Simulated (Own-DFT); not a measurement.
SiC (4H silicon carbide, strained, atoms displaced) (calculated)

All values are calculated (Own-DFT development build). A calculation, not a measurement: plane-wave PBE density functional theory by an unreviewed code, no spin, of a simulated periodic cell, stress positive in tension, free energy of the whole cell less one offset for each atom, forces on such cells passed a denser k mesh, this cell's mesh not checked; offsets are fitted by least squares, one for each functional and potential file, so energies compare only between cells with the same atoms and settings and are not formation energies; the far tail of each file's local potential was reset to the Coulomb form; each entry is a single point on an unrelaxed cell, so the pressure reflects the starting lattice, mostly measured values (interpolated for alloys), from which strain is counted, and rises with the displacements; printed positions are rounded, which can move forces by about a meV/angstrom; the program, named Own-DFT, is a retired in-house code; no spin-orbit coupling.

Settings shared by all entries: functional PBE; potential files PseudoDojo norm-conserving, scalar-relativistic, standard set; wave cutoff 42 hartree; occupations Fermi-Dirac; smearing width 0.1 eV; hardware one NVIDIA H100; k mesh 5 x 5 x 3 centred on Gamma.

(1) SiC (4H silicon carbide, strained, atoms displaced)

```xyz
32
Lattice="6.0839 -0.0357 0.0503 -3.0728 5.3597 -0.0731 0.0822 -0.0904 10.2086" Properties=species:S:1:pos:R:3 SiC
Si     3.0090     5.2783     4.1437
Si    -0.0320     1.7376     1.6124
C      2.9398     5.3035     0.8927
C      0.0068     1.6956     3.5275
Si     4.5413     2.6683     4.2132
Si    -1.5658     4.4652     1.4902
C     -1.5031     2.6465     0.8720
C     -1.4393     4.4703     3.4320
Si     3.0931    -0.0381     4.0821
Si     3.0331     1.7060     1.7111
C     -0.0611     5.3178     0.9297
C      2.9966     1.8121     3.5372
Si     1.6243     2.5588     4.1292
Si     1.5026     4.4941     1.6336
C      1.4895     2.7492     0.8961
C      1.5112     4.4290     3.5337
Si     0.1125    -0.0319     9.1897
Si     3.1493     3.4402     6.7005
C      3.0444     5.1955     6.0659
C      3.0991     3.4279     8.4976
Si     4.5926     2.5784     9.2786
Si     4.6434     0.7965     6.7194
C      4.5526     2.6303     6.1206
C      4.5558     0.6825     8.6161
Si     0.0405     5.1423     9.2643
Si     0.0224     3.5413     6.6399
C      3.1142    -0.0230     6.0431
C      0.0558     3.4607     8.6166
Si     1.5268     2.5782     9.1437
Si     1.4983     0.8197     6.7044
C      1.5745     2.6563     6.0797
C      1.6500     0.7942     8.5865
```

* free energy of cell above offsets: -2.659 eV
* pressure: 4.73 GPa
* stress xx: -13.03 GPa
* stress yy: -2.97 GPa
* stress zz: 1.81 GPa
* stress yz: -3.76 GPa
* stress xz: 3.6 GPa
* stress xy: -1.24 GPa
* wall time: 132.5 s

Force:
```
element  x (eV/Å)  y (eV/Å)  z (eV/Å)
     Si     1.377     0.001     0.403
     Si     1.059     1.075    -1.071
      C     1.862     0.758    -0.018
      C    -0.321       1.1     0.095
     Si     1.493    -0.273    -0.639
     Si    -0.671    -1.131     0.771
      C    -1.207     0.159      1.65
      C    -2.618    -0.998      -0.3
     Si    -0.071     0.824     2.737
     Si    -0.616     2.022    -3.568
      C     0.595     0.697      0.37
      C     4.316    -2.697    -0.819
     Si    -5.389      2.93     2.157
     Si    -0.813      -1.9    -1.018
      C     0.252    -1.836     1.129
      C     0.784    -1.182    -1.158
     Si    -1.504    -1.478     0.227
     Si    -3.047      1.39     0.377
      C     0.363     0.975    -1.009
      C     0.126      0.98     2.627
     Si    -0.555    -1.799    -0.855
     Si    -1.234    -0.137     0.584
      C     2.971    -1.871    -1.771
      C     1.701     1.766     0.427
     Si     0.041     2.319    -0.687
     Si     0.554     0.679     0.361
      C    -1.049    -0.369    -0.368
      C    -1.316    -0.449    -1.643
     Si     2.218    -0.243     1.903
     Si     2.051     0.307    -0.523
      C    -0.586    -1.365    -0.924
      C    -0.768    -0.256     0.552
```

(2) SiC (4H silicon carbide, strained, atoms displaced)

```xyz
32
Lattice="6.2644 -0.0939 -0.0773 -3.2135 5.3303 0.0691 -0.1263 0.0574 10.2072" Properties=species:S:1:pos:R:3 SiC
Si     3.0177     5.1450     4.0961
Si    -0.0761     1.7443     1.6114
C      6.1884    -0.0721     0.8649
C     -0.0734     1.7546     3.4937
Si     4.5987     2.5998     4.0802
Si    -1.6236     4.4462     1.6118
C      4.6285     2.6008     0.8114
C     -1.6090     4.4280     3.5603
Si     3.0377    -0.0164     4.2125
Si     3.0241     1.7459     1.5648
C     -0.1803     5.2505     0.9937
C      3.1081     1.7481     3.5273
Si     1.4751     2.6500     4.1455
Si     1.4632     4.3734     1.5539
C      1.3662     2.6833     0.8457
C      1.3661     4.3905     3.4233
Si    -3.3164     5.3728     9.3067
Si     3.0019     3.5237     6.6314
C     -3.2465     5.3000     6.0369
C      2.9852     3.5420     8.5958
Si    -1.7342     2.7526     9.2570
Si     4.6629     0.8655     6.6118
C      4.5422     2.6091     6.0803
C      4.5869     0.8745     8.5392
Si     3.0725     0.0226     9.2178
Si    -0.1329     3.4850     6.6594
C      2.9429     0.0646     5.9845
C     -0.1218     3.5501     8.5877
Si     1.4173     2.6076     9.2908
Si     1.3996     0.8404     6.7379
C      1.4362     2.6461     6.0355
C      1.4701     0.9691     8.5713
```

- free energy of cell above offsets: -3.043 eV
- pressure: 0.55 GPa
- stress xx: 4.72 GPa
- stress yy: -7.2 GPa
- stress zz: 0.82 GPa
- stress yz: 1.05 GPa
- stress xz: -3.47 GPa
- stress xy: -7.44 GPa
- wall time: 117.3 s

Force:
```
element  x (eV/Å)  y (eV/Å)  z (eV/Å)
     Si    -0.402     1.433    -1.086
     Si    -0.896     0.953     -0.57
      C     1.255    -0.706    -0.101
      C    -0.066    -0.309     0.662
     Si     1.413    -0.618     0.859
     Si    -2.182    -1.031     0.606
      C    -0.555     -0.67     2.117
      C    -1.619      0.28     -0.84
     Si       1.1     0.312    -2.556
     Si     0.463     0.092    -0.316
      C     2.336     1.944    -0.984
      C    -1.969    -0.039    -1.193
     Si    -0.184    -0.545    -0.583
     Si    -1.138     0.792     0.223
      C     1.841    -1.595     2.721
      C     1.054     0.038     1.833
     Si    -0.225     0.712     0.144
     Si    -0.627    -1.366     1.633
      C    -1.442     1.236     0.881
      C    -0.454    -0.411    -0.504
     Si     0.869    -0.094    -0.844
     Si    -1.722    -1.368     0.325
      C     0.613    -0.031    -2.109
      C     0.655    -0.222    -0.024
     Si    -0.938    -0.868    -0.785
     Si     0.207     2.141     1.144
      C         2    -1.549     2.168
      C    -0.209     0.332     0.361
     Si     -0.28     2.514    -2.498
     Si     1.496       1.4    -1.456
      C    -0.207    -0.233     -0.04
      C    -0.186    -2.522     0.812
```

(3) SiC (4H silicon carbide, strained, atoms displaced)

```xyz
32
Lattice="6.1967 0.1203 -0.1052 -2.9942 5.3837 0.1453 -0.1718 0.1747 10.1667" Properties=species:S:1:pos:R:3 SiC
Si     3.0712     5.5610     4.1632
Si     0.0269     1.7848     1.6780
C      0.0656     0.0662     0.9744
C     -0.0065     1.7743     3.4801
Si    -1.5295     2.8241     4.3004
Si    -1.4574     4.5274     1.6397
C     -1.4658     2.7223     1.0684
C     -1.5583     4.5718     3.6129
Si     2.9965     0.1340     4.0864
Si     3.1075     1.9252     1.6193
C      0.0135     5.4064     1.0364
C      3.0582     1.9343     3.4269
Si     1.5144     2.7674     4.2258
Si     1.6151     4.5882     1.5482
C      1.6444     2.7154     1.0379
C      1.5758     4.6363     3.5149
Si     5.9966     0.2866     9.0587
Si     3.0852     3.8083     6.7342
C     -3.0857     5.4790     6.0997
C      3.0182     3.8250     8.5517
Si     4.5396     2.9417     9.2267
Si     4.4921     1.1849     6.5624
C     -1.5347     2.7938     6.1681
C      4.5175     1.1839     8.5555
Si     2.9129     0.2205     9.1101
Si    -0.0165     3.7995     6.7772
C      2.9870     0.1885     5.9485
C     -0.0313     3.7568     8.5913
Si     1.3975     2.8592     9.2517
Si     1.4326     0.9947     6.7038
C      1.4911     2.7969     6.0299
C      1.4301     1.0535     8.5765
```

- free energy of cell above offsets: -2.740 eV
- pressure: -1.91 GPa
- stress xx: 0.8 GPa
- stress yy: 6.11 GPa
- stress zz: -1.18 GPa
- stress yz: 6.14 GPa
- stress xz: -6.04 GPa
- stress xy: 8.54 GPa
- wall time: 131.6 s

Force:
```
element  x (eV/Å)  y (eV/Å)  z (eV/Å)
     Si     0.656    -0.746    -0.887
     Si     0.612     0.994    -1.058
      C    -2.207    -0.978     -1.73
      C    -0.392     2.055      2.49
     Si    -0.429    -1.304     -2.37
     Si    -0.211     -0.84      1.92
      C    -0.833    -0.513    -0.757
      C     0.776    -0.112    -0.098
     Si     0.364    -0.094    -1.569
     Si     1.805    -1.406    -0.785
      C     1.923     1.395        -1
      C     0.646     0.224     2.832
     Si     0.242     0.597    -2.887
     Si     0.436    -0.164     1.701
      C    -2.282     1.447    -2.041
      C      -0.8    -0.843     0.499
     Si     1.581    -0.838     1.314
     Si    -0.815    -0.138    -2.174
      C    -0.753    -0.019     2.465
      C    -0.586     0.245     1.837
     Si     0.396     0.769    -0.225
     Si     1.357    -1.928     0.865
      C    -0.671     1.453     -0.29
      C    -1.432    -0.218    -1.234
     Si     1.542     -0.99     1.567
     Si     0.567    -1.207    -1.725
      C     0.046     -0.09      1.21
      C    -1.571     0.808     1.668
     Si     1.849     0.026     0.434
     Si    -0.334     0.915    -1.523
      C     0.323     0.834     2.136
      C    -1.807     0.667    -0.587
```

(4) SiC (4H silicon carbide, strained, atoms displaced)

```xyz
32
Lattice="6.2411 -0.1159 -0.0533 -3.2209 5.3245 0.0309 -0.0871 0.0079 10.2307" Properties=species:S:1:pos:R:3 SiC
Si     3.0160     5.1293     4.1031
Si    -0.0087     1.8642     1.6387
C     -3.2069     5.2977     1.0474
C     -0.1293     1.6754     3.4963
Si     4.5410     2.4449     4.1101
Si    -1.6533     4.3273     1.6377
C     -1.6324     2.6987     0.9428
C     -1.6738     4.2828     3.4791
Si     3.0905     0.0442     4.1468
Si     3.0356     1.7223     1.6568
C     -0.1818     5.1739     0.9338
C      3.1335     1.7136     3.4634
Si     1.3861     2.5609     4.1305
Si     1.4605     4.3422     1.5231
C      1.4005     2.5882     0.9893
C      1.4696     4.3516     3.5642
Si     2.8980     5.1050     9.2003
Si     3.0062     3.4645     6.6782
C      2.9535     5.1336     6.0682
C      3.0063     3.4786     8.5425
Si     4.5803     2.4822     9.2918
Si     4.6186     0.8038     6.6325
C     -1.6234     2.6978     6.1520
C      4.5345     0.8128     8.6501
Si     3.0500    -0.0264     9.2221
Si    -0.2187     3.4634     6.7183
C      3.1370     0.0078     6.0988
C     -0.1214     3.4429     8.6736
Si     1.4844     2.6620     9.2957
Si     1.5373     0.9311     6.6974
C      1.4779     2.6454     6.1140
C      1.4493     0.9662     8.5971
```

- free energy of cell above offsets: -1.269 eV
- pressure: 3.58 GPa
- stress xx: -0.87 GPa
- stress yy: -12.76 GPa
- stress zz: 2.9 GPa
- stress yz: -0.1 GPa
- stress xz: -3.17 GPa
- stress xy: -11.4 GPa
- wall time: 117.9 s

Force:
```
element  x (eV/Å)  y (eV/Å)  z (eV/Å)
     Si     0.243    -0.397     0.598
     Si    -3.598    -3.744    -0.414
      C    -0.194     0.397    -1.239
      C     0.676     0.736      0.79
     Si     3.439     2.358     1.621
     Si    -0.872     2.332     -0.62
      C    -0.433    -2.482     1.023
      C     0.547     2.125      1.86
     Si     0.217     -3.75     0.135
     Si      0.29    -1.273    -2.957
      C     1.443     1.989      0.63
      C    -4.242    -0.648     0.448
     Si     1.118     1.239     1.107
     Si    -0.411     1.429     1.788
      C     4.198     0.983    -1.214
      C    -1.799    -0.382    -1.341
     Si     1.156     4.114     1.622
     Si     0.307    -0.816     0.545
      C     1.138     2.951    -1.083
      C     0.533    -2.095     1.048
     Si    -0.177     1.908    -0.941
     Si     1.545    -0.199     2.086
      C    -3.321    -1.809    -2.726
      C     1.715    -1.514    -1.587
     Si    -2.177    -0.991      0.37
     Si     4.696     2.555     1.776
      C    -2.697    -1.218     -1.44
      C    -0.277     1.385    -0.548
     Si    -1.152    -0.797    -0.599
     Si    -0.738    -1.665     0.807
      C    -1.466    -0.308    -2.063
      C     0.293    -2.413      0.52
```

(5) SiC (4H silicon carbide, strained, atoms displaced)

```xyz
32
Lattice="6.0423 0.0287 -0.0027 -2.9963 5.2956 0.0455 -0.0044 0.0832 10.2204" Properties=species:S:1:pos:R:3 SiC
Si    -2.9544     5.2864     4.2225
Si     0.0166     1.7785     1.6591
C      5.9880     0.0651     0.9296
C      0.0071     1.8307     3.5746
Si    -1.4951     2.6918     4.3490
Si    -1.4905     4.4185     1.5986
C     -1.4044     2.6047     1.0388
C     -1.4819     4.4687     3.4860
Si     3.0021     0.0997     4.2298
Si     3.0457     1.8243     1.5345
C      2.9941     0.0357     0.9924
C      2.9892     1.7932     3.5184
Si     1.5156     2.6287     4.1208
Si     1.5584     4.4549     1.6112
C      1.5411     2.7168     0.9934
C      1.5631     4.2843     3.4959
Si     5.9967     0.1158     9.3259
Si     3.0722     3.6340     6.6951
C      3.0591     5.3351     6.1756
C      3.0500     3.5891     8.6901
Si    -1.4757     2.7173     9.2991
Si     4.4694     0.9541     6.7324
C      4.5258     2.7295     6.0745
C      4.6450     0.9190     8.6094
Si     2.9890     0.1554     9.3230
Si     0.1121     3.5771     6.7459
C      3.0770     0.1166     6.0621
C      0.0638     3.6222     8.6636
Si     1.5665     2.8026     9.2909
Si     1.4952     0.9529     6.7094
C      1.5309     2.7121     6.1327
C      1.4144     1.0210     8.7177
```

- pressure: ?
- stress zz: ?

Question: Estimate the pressure of SiC (4H silicon carbide, strained, atoms displaced) (entry 5).
Answer: 8.08 GPa

Question: What stress zz does the calculation give for SiC (4H silicon carbide, strained, atoms displaced) (entry 5)?
Answer: 0.95 GPa

Question: Give the table of force values for SiC (4H silicon carbide, strained, atoms displaced) (entry 5).
Answer: 
Force:
```
element  x (eV/Å)  y (eV/Å)  z (eV/Å)
     Si    -1.416     0.082    -0.707
     Si      1.63    -0.396     0.596
      C     1.428    -0.185     0.978
      C    -1.281    -1.826     0.022
     Si    -0.509     0.094    -5.604
     Si    -0.358    -0.106     0.855
      C    -2.256     1.697    -1.928
      C     0.496    -0.691     2.021
     Si     0.962    -1.767    -2.852
     Si      0.03    -0.502     2.221
      C      0.67     0.245    -0.911
      C     2.092     0.036     0.051
     Si     0.296      0.29     1.685
     Si    -1.096    -0.404     1.304
      C    -0.288    -0.534    -0.916
      C    -0.256     4.279     1.074
     Si     2.181    -1.519    -0.531
     Si    -0.899    -1.195     2.097
      C    -0.465     1.584    -1.641
      C      1.12     1.279      -0.9
     Si     1.083    -0.548     0.035
     Si     2.784     0.599     0.679
      C     1.374    -0.003     2.959
      C    -4.281     2.226    -0.159
     Si     0.318    -0.862    -1.108
     Si    -2.145     1.104     0.789
      C    -2.173    -1.722     0.489
      C    -1.224     1.188    -0.152
     Si    -1.282    -1.407     0.918
     Si     0.295     0.005     1.646
      C      1.13    -0.573    -1.716
      C      2.04    -0.467    -1.297
```

Further results for SiC (4H silicon carbide, strained, atoms displaced) (entry 5):

* free energy of cell above offsets: -2.360 eV
* stress xx: -16.53 GPa
* stress yy: -8.67 GPa
* stress yz: 3.68 GPa
* stress xz: -0.7 GPa
* stress xy: 2.67 GPa
* wall time: 127.6 s
